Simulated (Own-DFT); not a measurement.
# Computed records: Hf36O71 (tetragonal hafnia with one neutral oxygen vacancy, atoms displaced)

All values are calculated (Own-DFT development build). A calculation, not a measurement: plane-wave PBE and HSE06 DFT by an unreviewed code, no spin, of a simulated cell at Gamma alone, so results move with cell size and shape, stress positive in tension, energies less offsets, not probed for a lower state with spin; hafnium file: forces about 75 meV/angstrom off all-electron values; oxygen file: force components 24 meV/angstrom off all-electron in a glass; k mesh not checked against a denser one; forces and stress are PBE's, HSE06 gives the energy alone, and its difference from PBE has offsets of its own; offsets are fitted by least squares, one for each functional and potential file, so energies compare only between cells with the same atoms and settings and are not formation energies; the far tail of each file's local potential was reset to the Coulomb form; each entry is a single point on an unrelaxed cell, so the pressure reflects the starting lattice, taken from the Materials Project, from which strain is counted, and rises with the displacements; printed positions are rounded, which can move forces by about a meV/angstrom; the program is a retired in-house code; no spin-orbit coupling.

Common to all runs: first functional PBE; second functional HSE06; exact exchange share 0.25; screening 0.11 1/bohr; exchange divergence Gygi-Baldereschi; potential files PseudoDojo norm-conserving, scalar-relativistic, made for PBE, standard set; wave cutoff 48 hartree; occupations fixed; k mesh 1 x 1 x 1 centred on Gamma.

(1) Hf36O71 (tetragonal hafnia with one neutral oxygen vacancy, atoms displaced)

```
Hf36O71
1.0
     10.7800     0.0000     0.0000
      0.0000    10.7800     0.0000
      0.0000     0.0000    10.4493
Hf O Hf O Hf O Hf O Hf O Hf O Hf O Hf O Hf O Hf O Hf O Hf O Hf O Hf O Hf O Hf O Hf O Hf O
2 4 2 4 2 4 2 4 2 4 2 4 2 4 2 4 2 3 2 4 2 4 2 4 2 4 2 4 2 4 2 4 2 4 2 4
Direct
  0.99645 0.99453 0.00028
  0.16624 0.16248 0.24622
  0.01194 0.16299 0.15206
  0.16156 0.99558 0.34336
  0.99705 0.16243 0.39918
  0.16232 0.99889 0.09198
  0.00419 0.00070 0.49444
  0.16904 0.16525 0.74545
  0.99763 0.16975 0.65624
  0.17054 0.99891 0.84890
  0.00763 0.16955 0.90992
  0.16418 0.99382 0.59806
  0.99770 0.32709 0.99959
  0.16152 0.50775 0.25961
  0.99533 0.49764 0.15680
  0.16612 0.33412 0.34621
  0.00478 0.49567 0.39850
  0.17085 0.32944 0.09431
  0.00144 0.33983 0.50179
  0.17188 0.49373 0.74797
  0.00220 0.50252 0.65090
  0.16715 0.33066 0.84726
  0.99751 0.49642 0.88657
  0.16305 0.33516 0.60195
  0.99756 0.66101 0.99906
  0.17041 0.82954 0.25120
  0.99564 0.84000 0.14548
  0.17108 0.65875 0.35212
  0.99730 0.83085 0.40847
  0.16582 0.67273 0.09359
  0.99862 0.66558 0.49766
  0.16372 0.83182 0.75328
  0.99488 0.83071 0.64589
  0.16787 0.67210 0.84859
  0.00756 0.83167 0.90696
  0.17344 0.66907 0.59467
  0.33490 0.00880 0.00024
  0.50475 0.16827 0.25406
  0.32629 0.16329 0.14311
  0.51046 0.00296 0.34879
  0.32750 0.17002 0.40101
  0.49639 0.00044 0.10917
  0.33527 0.00586 0.49948
  0.49887 0.16320 0.75525
  0.33371 0.17141 0.65167
  0.49959 0.00311 0.84394
  0.32134 0.17429 0.90123
  0.50109 0.00288 0.60340
  0.33561 0.33764 0.99410
  0.50288 0.49485 0.25181
  0.49819 0.33481 0.34858
  0.33672 0.50327 0.40296
  0.49775 0.33177 0.09713
  0.33472 0.33197 0.49364
  0.50052 0.49297 0.74699
  0.34180 0.49767 0.64671
  0.49943 0.32910 0.85060
  0.33229 0.50145 0.89297
  0.49860 0.33623 0.59445
  0.33685 0.66807 0.00657
  0.49903 0.83978 0.26022
  0.33010 0.83473 0.16098
  0.49785 0.66679 0.34841
  0.33809 0.83217 0.39887
  0.49058 0.67028 0.08970
  0.32992 0.66986 0.50464
  0.49746 0.82631 0.74899
  0.32906 0.83814 0.64765
  0.50265 0.66975 0.84639
  0.32475 0.83022 0.89124
  0.49955 0.66939 0.60157
  0.66865 0.99620 0.00129
  0.83771 0.16337 0.24318
  0.67469 0.17379 0.15219
  0.82373 0.00235 0.34382
  0.66696 0.16491 0.40762
  0.83513 0.99656 0.10071
  0.65855 0.00293 0.50334
  0.83813 0.16931 0.75219
  0.66629 0.15997 0.65991
  0.83968 0.00004 0.84900
  0.66428 0.16337 0.90161
  0.83466 0.99671 0.60538
  0.65723 0.33479 0.00820
  0.82911 0.49768 0.24791
  0.66900 0.49854 0.14755
  0.83498 0.33518 0.35150
  0.67150 0.49759 0.39523
  0.82733 0.33639 0.09666
  0.66393 0.32811 0.49763
  0.83902 0.49529 0.74787
  0.66085 0.50749 0.65867
  0.83606 0.33064 0.85082
  0.67091 0.50314 0.89666
  0.82335 0.32200 0.60363
  0.66940 0.66265 0.99655
  0.83479 0.84270 0.25198
  0.66796 0.83723 0.15662
  0.82762 0.67299 0.36035
  0.66616 0.83186 0.40601
  0.83109 0.66090 0.09676
  0.66665 0.66639 0.50043
  0.82751 0.83477 0.74816
  0.67005 0.83417 0.64875
  0.82982 0.66742 0.85257
  0.66053 0.83278 0.89760
  0.83352 0.67126 0.60290
```

| Quantity | Value |
| --- | --- |
| PBE energy of cell above offsets | -97.307 eV |
| HSE06 less PBE above offsets | 0.021 eV |
| PBE pressure | 1.64 GPa |
| PBE stress xx | -1.63 GPa |
| PBE stress yy | -1.53 GPa |
| PBE stress zz | -1.74 GPa |
| PBE stress yz | 0.24 GPa |
| PBE stress xz | -0.06 GPa |
| PBE stress xy | 0.04 GPa |

Force:
| element | x (eV/Å) | y (eV/Å) | z (eV/Å) |
| --- | --- | --- | --- |
| Hf | 1.228 | -0.12 | -0.768 |
| Hf | 0.928 | 0.951 | 0.143 |
| O | -3.204 | 0.511 | -0.398 |
| O | 0.433 | 0.198 | 0.517 |
| O | 0.127 | 1.018 | 0.275 |
| O | 1.297 | -0.258 | 0.504 |
| Hf | -1.178 | -0.669 | 1.798 |
| Hf | -0.608 | -0.348 | 1.329 |
| O | 1.112 | -0.016 | -0.537 |
| O | -0.262 | 0.795 | -0.722 |
| O | -0.587 | -1.18 | -0.774 |
| O | 0.66 | 1.206 | -0.806 |
| Hf | 0.72 | 1.471 | 0.052 |
| Hf | 0.824 | -2.98 | -2.357 |
| O | 0.939 | 0.374 | -0.644 |
| O | 0.015 | -0.206 | 0.391 |
| O | -0.333 | 1.121 | 0.478 |
| O | -0.409 | 0.826 | -0.168 |
| Hf | -0.805 | -1.598 | -0.244 |
| Hf | 0.14 | 1.006 | 0.756 |
| O | -0.17 | -0.415 | -1.207 |
| O | -0.044 | 0.739 | -0.508 |
| O | 0.259 | 0.216 | 1.666 |
| O | 0.903 | 0.097 | -0.739 |
| Hf | 0.153 | 0.326 | -0.955 |
| Hf | -1.056 | 0.089 | -0.899 |
| O | 0.486 | -0.637 | 1.518 |
| O | -0.431 | 2.865 | 0.437 |
| O | 0.332 | 0.376 | -1.53 |
| O | -0.351 | -0.661 | 1.336 |
| Hf | -0.893 | 0.612 | 1.524 |
| Hf | -0.067 | 0.253 | -0.178 |
| O | 0.745 | -0.268 | 1.109 |
| O | -0.636 | -2.321 | -0.596 |
| O | -0.496 | -0.401 | -0.51 |
| O | -1.911 | -0.464 | 0.576 |
| Hf | -1.471 | -0.872 | -0.587 |
| Hf | -0.562 | -0.554 | -1.544 |
| O | 1.927 | -0.224 | 1.168 |
| O | -0.807 | 0.948 | 1.088 |
| O | 0.741 | -1.219 | -0.572 |
| O | 0.911 | 0.371 | -0.97 |
| Hf | -0.718 | -1.641 | 1.293 |
| Hf | 0.966 | 0.232 | -0.683 |
| O | 0.047 | -0.425 | -0.715 |
| O | -0.603 | -0.969 | 1.404 |
| O | 1.068 | -1.397 | -0.334 |
| O | -1.341 | 0.073 | -0.971 |
| Hf | -1.887 | 0.319 | 0.465 |
| Hf | -1.088 | 2.245 | -0.052 |
| O | 0.101 | -0.981 | 0 |
| O | -0.093 | -0.902 | -0.427 |
| O | -0.602 | 0.161 | 1.372 |
| Hf | -0.811 | 1.744 | 1.055 |
| Hf | -0.038 | 1.31 | 0.71 |
| O | -1.574 | -0.094 | 0.079 |
| O | 0.15 | 0.523 | 0.176 |
| O | 0.105 | 0.039 | 1.032 |
| O | 0.551 | -0.431 | -0.015 |
| Hf | -2.331 | 0.278 | -2.658 |
| Hf | 0.412 | -1.811 | -1.124 |
| O | 0.823 | 0.093 | -0.923 |
| O | 0.655 | -0.516 | -0.682 |
| O | -0.272 | 1.351 | 0.471 |
| O | 3.172 | -0.495 | 1.753 |
| Hf | 1.998 | -0.201 | -0.335 |
| Hf | -0.38 | 0.277 | -0.251 |
| O | 0.827 | 0.009 | -0.124 |
| O | -0.159 | -1.366 | 0.113 |
| O | 1.365 | 0.842 | 1.669 |
| O | -0.318 | 0.486 | -0.396 |
| Hf | -0.575 | -0.136 | -0.509 |
| Hf | 1.231 | 1.01 | 1.192 |
| O | -1.881 | -0.35 | 0.416 |
| O | 0.439 | 0.404 | 0.483 |
| O | -0.602 | 0.786 | -1.021 |
| O | -0.891 | 0.932 | -0.019 |
| Hf | 2.345 | -1.372 | 1.199 |
| Hf | -1.147 | -0.844 | -0.117 |
| O | -0.498 | 0.247 | -0.551 |
| O | -0.24 | -0.039 | 0.818 |
| O | -0.042 | 0.274 | 1.278 |
| O | -0.095 | 0.529 | -1.548 |
| Hf | 2.081 | -0.125 | -2.398 |
| Hf | 0.245 | 0.722 | 0.794 |
| O | -1.59 | 0.011 | -0.063 |
| O | -0.041 | -0.906 | -0.59 |
| O | -0.54 | -0.236 | 0.764 |
| O | 1.108 | -0.406 | 0.39 |
| Hf | 0.802 | 1.116 | 0.762 |
| Hf | -1.108 | 0.897 | 0.931 |
| O | 1.562 | -0.455 | -1.263 |
| O | 0.036 | 0.28 | -0.101 |
| O | -0.567 | -1.387 | 1.041 |
| O | 1.11 | 1.235 | -0.524 |
| Hf | -0.366 | 0.471 | -0.527 |
| Hf | -0.368 | -1.827 | 0.064 |
| O | -0.34 | -0.033 | -0.301 |
| O | 0.815 | -0.982 | -1.492 |
| O | -0.708 | 0.834 | -0.077 |
| O | 0.318 | 0.178 | 0.522 |
| Hf | 0.39 | 0.021 | 0.285 |
| Hf | 1.181 | -0.181 | -0.595 |
| O | -1.428 | -0.006 | 0.227 |
| O | 0.304 | -0.056 | -0.31 |
| O | 0.442 | 0.711 | 0.81 |
| O | 0.006 | -1.03 | -0.325 |

(2) Hf36O71 (tetragonal hafnia with one neutral oxygen vacancy, atoms displaced)

```
Hf36O71
1.0
     10.7800     0.0000     0.0000
      0.0000    10.7800     0.0000
      0.0000     0.0000    10.4493
Hf O Hf O Hf O Hf O Hf O Hf O Hf O Hf O Hf O Hf O Hf O Hf O Hf O Hf O Hf O Hf O Hf O Hf O
2 4 2 4 2 4 2 4 2 4 2 3 2 4 2 4 2 4 2 4 2 4 2 4 2 4 2 4 2 4 2 4 2 4 2 4
Direct
  0.01161 0.99565 0.99324
  0.17205 0.16054 0.24504
  0.00073 0.16636 0.15735
  0.16509 0.00545 0.35623
  0.99817 0.16820 0.40504
  0.15286 0.99523 0.09657
  0.00355 0.00422 0.48948
  0.17412 0.16966 0.75058
  0.99378 0.17662 0.64438
  0.16903 0.00781 0.83166
  0.00186 0.17093 0.89033
  0.17154 0.99296 0.60745
  0.00306 0.32364 0.99899
  0.16350 0.50623 0.25034
  0.99319 0.50556 0.15874
  0.16552 0.33339 0.35902
  0.99785 0.49983 0.39839
  0.18564 0.33924 0.08585
  0.00143 0.32664 0.51036
  0.17327 0.50279 0.74419
  0.00724 0.48334 0.65718
  0.16179 0.33044 0.84139
  0.00912 0.49324 0.90349
  0.16648 0.33629 0.60213
  0.00160 0.66814 0.00028
  0.15824 0.82924 0.25379
  0.99743 0.83077 0.14562
  0.14911 0.66523 0.35188
  0.00499 0.82536 0.41146
  0.18155 0.68081 0.09991
  0.00731 0.66831 0.49381
  0.17008 0.82459 0.74468
  0.15334 0.67022 0.84970
  0.00597 0.83307 0.90071
  0.15902 0.65339 0.60222
  0.34674 0.00532 0.00450
  0.48649 0.16712 0.25742
  0.31722 0.16011 0.15695
  0.50126 0.02535 0.34082
  0.33560 0.16680 0.40756
  0.49699 0.99256 0.10376
  0.33791 0.99161 0.48716
  0.51077 0.16432 0.76338
  0.33698 0.15655 0.64928
  0.49451 0.01405 0.85013
  0.32246 0.16055 0.90467
  0.49994 0.00572 0.59192
  0.32589 0.34430 0.01430
  0.51059 0.50108 0.25615
  0.34441 0.48907 0.16459
  0.49407 0.32909 0.34439
  0.33775 0.49522 0.39686
  0.48583 0.33502 0.09944
  0.33098 0.33218 0.50737
  0.49672 0.49006 0.74389
  0.33663 0.48670 0.66017
  0.50251 0.33160 0.84796
  0.33793 0.50239 0.90273
  0.49839 0.33200 0.60602
  0.33957 0.66738 0.01441
  0.50773 0.83630 0.25546
  0.33301 0.82827 0.16243
  0.50112 0.67156 0.34204
  0.34092 0.84093 0.39848
  0.50493 0.66890 0.09428
  0.34228 0.67134 0.50077
  0.50778 0.84399 0.75953
  0.33259 0.83467 0.65560
  0.49682 0.65581 0.84590
  0.32892 0.83496 0.91423
  0.49674 0.67611 0.61069
  0.65276 0.00011 0.99297
  0.83019 0.16939 0.25698
  0.66198 0.16818 0.15665
  0.82606 0.00495 0.33951
  0.66845 0.14660 0.40005
  0.83637 0.00609 0.11365
  0.66622 0.99897 0.49949
  0.83284 0.17018 0.75515
  0.68154 0.17891 0.65409
  0.85598 0.00761 0.83611
  0.67209 0.15994 0.89657
  0.83801 0.99279 0.61165
  0.66927 0.31189 0.99609
  0.83083 0.49360 0.25729
  0.65937 0.49835 0.15252
  0.84023 0.33691 0.35302
  0.65994 0.49183 0.40694
  0.83544 0.33132 0.09829
  0.66048 0.34944 0.51012
  0.83699 0.49784 0.73801
  0.65406 0.50854 0.65331
  0.83089 0.33211 0.84770
  0.67837 0.49922 0.88275
  0.83678 0.32388 0.60400
  0.66660 0.66276 0.99541
  0.84319 0.83521 0.25126
  0.65888 0.83822 0.15582
  0.82621 0.66920 0.35742
  0.65945 0.84372 0.42069
  0.81992 0.66444 0.11015
  0.66570 0.66188 0.49913
  0.84269 0.84414 0.76181
  0.64925 0.83365 0.64546
  0.83613 0.66882 0.86416
  0.67281 0.82164 0.90037
  0.84870 0.65867 0.60067
```

| Property | Result |
| --- | --- |
| PBE energy of cell above offsets | -84.423 eV |
| HSE06 less PBE above offsets | 0.729 eV |
| PBE pressure | 6.15 GPa |
| PBE stress xx | -5.75 GPa |
| PBE stress yy | -7.28 GPa |
| PBE stress zz | -5.44 GPa |
| PBE stress yz | 1.03 GPa |
| PBE stress xz | 1.54 GPa |
| PBE stress xy | 0.15 GPa |

Force:
| element | x (eV/Å) | y (eV/Å) | z (eV/Å) |
| --- | --- | --- | --- |
| Hf | -2.902 | 1.895 | -1.224 |
| Hf | -4.72 | 1.459 | 3.548 |
| O | 0.889 | 1.095 | -0.695 |
| O | -0.072 | -1.589 | -1.026 |
| O | -0.405 | -0.55 | -0.843 |
| O | 3.837 | -0.115 | 1.542 |
| Hf | 0.173 | 0.443 | 3.525 |
| Hf | -0.403 | -0.162 | -1.491 |
| O | 1.38 | -0.994 | 0.488 |
| O | -0.999 | -2.85 | 2.376 |
| O | 0.123 | -0.626 | 1.865 |
| O | -1.293 | -0.308 | -3.087 |
| Hf | -0.062 | 0.976 | -1.059 |
| Hf | 0.212 | -2.17 | 1.17 |
| O | 1.56 | 0.226 | -0.704 |
| O | 0.235 | 0.069 | -1.97 |
| O | -0.049 | 0.053 | 0.56 |
| O | -11.26 | -0.16 | 5.781 |
| Hf | 0.457 | 0.824 | -0.735 |
| Hf | -1.813 | -1.011 | 2.619 |
| O | -1.057 | 0.265 | -0.362 |
| O | 0.65 | 1.186 | 0.817 |
| O | -0.586 | 0.689 | 1.112 |
| O | 1.314 | -0.396 | -0.366 |
| Hf | -1.059 | -1.799 | -1.04 |
| Hf | 1.554 | 0.662 | -1.312 |
| O | 0.528 | -0.709 | 0.773 |
| O | 2.006 | 0.657 | -0.882 |
| O | -0.561 | 3.563 | -2.183 |
| O | -3.451 | -1.266 | 1.441 |
| Hf | -1.748 | -3.046 | 2.027 |
| Hf | -1.269 | 2.396 | 0.637 |
| O | 0.579 | -1.063 | 0.032 |
| O | -0.633 | 0.253 | -0.21 |
| O | 2.733 | 1.014 | -0.433 |
| Hf | -4.556 | -1.025 | -1.115 |
| Hf | 0.89 | 5.298 | -3.036 |
| O | 4.318 | -0.829 | -2.277 |
| O | -0.484 | -8.265 | 2.794 |
| O | -0.534 | 0.033 | -0.849 |
| O | 1.335 | 0.818 | -0.598 |
| Hf | -1.018 | 4.415 | 4.603 |
| Hf | -1.737 | 4.253 | -5.511 |
| O | 0.579 | 1.323 | 1.042 |
| O | 0.877 | -3.862 | 2.748 |
| O | 1.147 | 1.251 | 0.735 |
| O | 0.222 | -0.258 | 0.768 |
| Hf | 8.608 | 0.17 | -7.49 |
| Hf | -2.111 | -1.586 | -1.042 |
| O | -2.077 | 1.79 | -0.719 |
| O | 1.14 | 1.063 | 1.648 |
| O | -0.236 | 2.178 | 2.122 |
| O | 3.32 | -1.387 | 0.117 |
| Hf | -0.684 | -0.66 | -0.824 |
| Hf | 0.23 | 1.32 | 3.755 |
| O | -0.69 | 0.734 | -2.303 |
| O | 0.763 | -1.205 | 0.709 |
| O | -1.076 | 0.114 | 0.765 |
| O | 0.657 | 0.077 | -0.892 |
| Hf | 1.554 | -0.064 | -2.895 |
| Hf | -1.042 | 1.005 | -0.762 |
| O | 0.345 | 0.786 | 0.697 |
| O | 0.352 | -0.62 | 1.959 |
| O | -0.314 | -3.72 | -0.595 |
| O | -0.157 | 0.189 | 1.293 |
| Hf | 0.083 | -0.694 | 0.679 |
| Hf | -1.699 | -3.765 | -1.629 |
| O | 1.228 | -0.74 | -0.587 |
| O | 0.369 | 2.225 | 0.149 |
| O | 0.789 | 0.431 | -0.231 |
| O | -0.729 | -1.194 | -2.647 |
| Hf | 2.733 | -1.952 | 3.779 |
| Hf | -0.104 | 0.017 | -1.044 |
| O | -0.504 | 0.334 | -1.619 |
| O | 1.672 | -2.575 | 2.006 |
| O | 0.538 | 4.815 | -0.349 |
| O | -0.545 | -0.77 | -3.04 |
| Hf | 1.316 | 1.734 | 3.259 |
| Hf | 2.826 | 0.806 | -2.262 |
| O | -3.413 | -0.879 | 0.209 |
| O | -1.127 | -1.43 | 2.934 |
| O | -0.288 | -1.403 | -0.058 |
| O | -0.18 | -0.969 | -2.14 |
| Hf | -0.479 | 4.671 | 1.804 |
| Hf | 0.692 | 1.521 | -1.295 |
| O | 1.626 | -0.542 | -0.068 |
| O | -1.135 | -0.702 | 0.359 |
| O | 0.063 | 2.913 | -1.591 |
| O | -0.637 | -0.102 | -0.091 |
| Hf | 0.92 | -5.422 | 1.47 |
| Hf | -0.038 | 0.724 | 2.303 |
| O | 2.928 | -0.351 | -2.883 |
| O | -0.086 | 0.153 | 0.957 |
| O | -0.484 | -0.504 | 2.096 |
| O | -2.072 | 2.754 | -0.685 |
| Hf | 0.764 | -2.971 | -0.341 |
| Hf | -2.535 | 0.008 | -0.977 |
| O | 2.038 | 0.384 | -0.108 |
| O | -0.704 | -0.043 | -0.273 |
| O | -0.598 | -3.658 | -3.255 |
| O | 1.455 | 0.673 | -0.285 |
| Hf | 1.01 | 2.167 | 1.702 |
| Hf | 0.54 | -1.856 | -2.242 |
| O | 2.523 | -0.197 | 1.838 |
| O | 1.106 | -0.005 | -1.224 |
| O | -1.091 | 4.191 | -0.388 |
| O | -2.29 | -0.035 | 0.23 |
